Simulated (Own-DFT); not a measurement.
# How strain changes the stress of wurtzite AlN, 72 atoms (Al36N36)

All numbers below are calculated, not measured. They come from Own-DFT, an in-house plane-wave density functional program, since retired, whose code no person has reviewed. Each row is one single-point run on a periodic cell that was not relaxed, without spin or spin-orbit coupling.

Settings of every run: PBE; PseudoDojo norm-conserving scalar-relativistic files; cutoff 42 hartree; 3 x 3 x 2 k mesh centred on Gamma; Fermi-Dirac smearing of 0.1 eV.

Known limits: forces on such cells moved up to 12 meV/angstrom on a denser k mesh; stress not checked against mesh or cutoff.

Unstrained cell vectors in Å: (9.336, 0.000, 0.000); (-4.668, 8.085, 0.000); (0.000, 0.000, 9.964). The unstrained cell has measured lattice constants (interpolated for alloys), not those of this functional. That, the random moves and any unrelaxed bonds set the pressure at no strain. Each run strains this cell uniformly, with the atoms carried along. Every atom was also moved at random, by a Gaussian of width 0.05 Å on each axis. Strain is the symmetric tensor, in per cent. Stress is positive in tension, and the pressure is minus a third of its trace.

```
run,e_xx (%),e_yy (%),e_zz (%),e_yz (%),e_xz (%),e_xy (%),s_xx (GPa),s_yy (GPa),s_zz (GPa),s_yz (GPa),s_xz (GPa),s_xy (GPa),P (GPa),E (meV/atom)
1,-1.62,-0.22,1.38,-1.46,-1.63,0.84,-13.87,-8.83,0.39,-4.02,-3.98,2.83,7.44,30.4
2,0.43,-0.47,0.61,1.25,-0.39,-1.23,-3.99,-6.75,-2.12,3.91,-1.87,-2.69,4.28,1.0
3,-1.71,-0.50,-1.21,1.77,0.14,-1.26,-15.93,-10.47,-16.24,5.20,2.01,-5.37,14.21,59.1
4,-0.19,-0.64,0.20,1.26,1.25,-0.72,-6.86,-8.18,-5.72,3.23,2.02,-2.32,6.92,11.0
5,0.44,-0.15,-1.10,-0.65,0.11,-0.98,-2.85,-7.56,-14.22,-1.77,-0.40,-4.43,8.21,28.2
6,1.05,-0.13,-0.04,1.83,0.67,-1.93,-1.66,-6.87,-4.55,4.74,1.56,-5.86,4.36,21.7
7,-0.41,1.75,0.48,0.72,-1.76,1.75,-6.24,2.13,-2.02,1.55,-4.86,5.45,2.04,0.0
8,1.80,0.77,-0.57,-1.97,-1.47,0.80,1.79,-0.71,-6.69,-4.96,-3.84,3.34,1.87,11.1
9,-1.10,1.67,1.40,-0.01,-1.31,-1.74,-8.45,1.95,-0.33,-0.50,-3.38,-6.37,2.27,15.6
10,0.56,-1.48,-1.86,-1.94,0.45,-1.80,-6.46,-15.29,-16.81,-5.79,1.54,-7.97,12.85,50.3
11,1.92,1.37,-0.44,1.40,0.12,1.48,2.50,3.12,-5.87,3.72,0.56,6.25,0.08,4.7
12,1.20,-0.86,0.67,-0.84,-0.87,1.83,0.89,-11.31,-1.66,-1.39,-2.45,6.35,4.03,13.3
13,-1.88,1.72,1.94,0.57,1.82,-0.24,-13.19,1.61,3.76,1.68,4.20,0.09,2.60,14.5
14,-1.88,-1.27,0.85,-1.16,0.46,-0.30,-16.38,-13.09,-3.73,-3.34,1.82,-2.58,11.07,13.9
15,-1.79,0.57,-0.11,-0.81,-0.13,-1.37,-13.91,-3.65,-8.10,-2.69,-0.40,-4.57,8.55,6.6
16,1.61,0.89,-1.71,-0.59,1.66,1.69,-0.74,-1.14,-12.56,-1.73,5.10,6.64,4.81,32.2
17,1.94,-1.17,0.11,1.61,1.53,0.32,3.00,-11.13,-4.72,4.64,3.73,1.00,4.28,18.5
18,-1.22,-0.74,0.50,-1.38,-1.98,-0.09,?,?,?,?,?,?,?,?
```

E is the free energy for each atom above the lowest run shown.

## Worked fit

Each stress component was fitted by least squares to a constant and the strains of the runs shown, as fractions, with shears doubled. Shear strains stay in the fit of a normal stress only where such slopes are resolved. The slopes, in GPa:

```
stress,at no strain,per e_xx,per e_yy,per e_zz,scatter
s_xx,-6.2,483 ± 21,52 ± 25,92 ± 28,1.06
s_yy,-6.3,65 ± 19,526 ± 23,30 ± 27,0.99
s_zz,-6.2,119 ± 19,58 ± 24,576 ± 27,0.99
```

Each shear stress against twice its own strain: yz 139 ± 4, xz 127 ± 8, xy 171 ± 9 GPa. These are stiffnesses along x, y and z of the frame in which the cell vectors are given, which need not be the crystal's axes. The atoms are held to the strained lattice; where symmetry lets them move under strain, relaxing them would lower some slopes. The table should be nearly symmetric about its diagonal, and what it lacks of that shows the noise. A ninth of its sum, 222 ± 5 GPa, estimates the bulk modulus near the mean pressure of these runs, 5.9 GPa, so it lies above the value at zero pressure.

## Withheld run

Question: what normal stresses and pressure should run 18 give?

The fit gives s_xx = -12.1, s_yy = -10.8, s_zz = -5.3 and P = 9.4 GPa. The calculation gave -12.75, -11.14, -3.35 and P = 9.08 GPa.
